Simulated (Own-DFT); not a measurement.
# Misfit strain and the stress it brings: diamond-structure GeSn with randomly placed atoms, 64 atoms (Ge52Sn12)

Everything here is calculated. The program is Own-DFT (plane waves, in-house, since retired, never reviewed by a person); positions were held fixed, and spin and spin-orbit coupling were off.

Method: PBE; PseudoDojo norm-conserving scalar-relativistic files; cutoff 49 hartree; 3 x 3 x 3 k mesh centred on Gamma; Fermi-Dirac smearing of 0.1 eV.

Keep in mind: forces on such cells moved up to 12 meV/angstrom on a denser k mesh; stress not checked against mesh or cutoff.

Unstrained cell vectors in Å: (11.628, 0.000, 0.000); (0.000, 11.628, 0.000); (0.000, 0.000, 11.628). The unstrained cell has measured lattice constants (interpolated for alloys), not those of this functional. That, the random moves and any unrelaxed bonds set the pressure at no strain. Each run strains x and y alike by e, as a substrate would, and holds the height along z. All atoms carry random offsets, Gaussian with a width of 0.05 Å per axis. The random placing of the alloy's atoms differs from row to row. Stress is positive in tension.

| e (%) | u (Å) | (s_xx + s_yy)/2 (GPa) | s_zz (GPa) |
|---|---|---|---|
| -3.00 | 0.044 | -11.27 | -9.36 |
| -2.00 | 0.051 | -8.98 | -7.84 |
| -1.25 | 0.052 | -7.88 | -7.07 |
| 0.50 | 0.049 | -4.59 | -4.86 |
| 0.75 | 0.047 | -4.19 | -4.62 |
| 1.25 | 0.047 | -3.56 | -4.19 |
| 1.50 | 0.047 | -3.00 | -3.81 |
| 2.00 | 0.052 | ? | ? |
| 2.25 | 0.049 | -1.91 | -2.92 |
| 3.00 | 0.050 | -1.02 | -2.55 |

## Working it out

With e as a fraction, the in-plane stress is -5.5 + 171 e - 713 e² GPa (errors 2 and 130, scatter 0.12), and s_zz is -5.4 + 115 e - 497 e² GPa (slope ± 2, scatter 0.12). At e = 0 the first slope is C11 + C12 and the second 2 C12, both with the ions held to the strained lattice and at the cell's own pressure. The term in e² is negative: the layer stiffens under compression and softens under tension. A free layer would change its height as e changes, and the in-plane slope would drop by 2 C12²/C11 to the biaxial modulus. At fixed height, a misfit of 1 % moves the in-plane stress by about 1.7 GPa and s_zz by 1.2 GPa.

## The run left out

The question: what are the two stresses at e = 2.00 %?

The fit gives -2.3 and -3.3 GPa. The run itself gave -2.66 and -3.45 GPa.
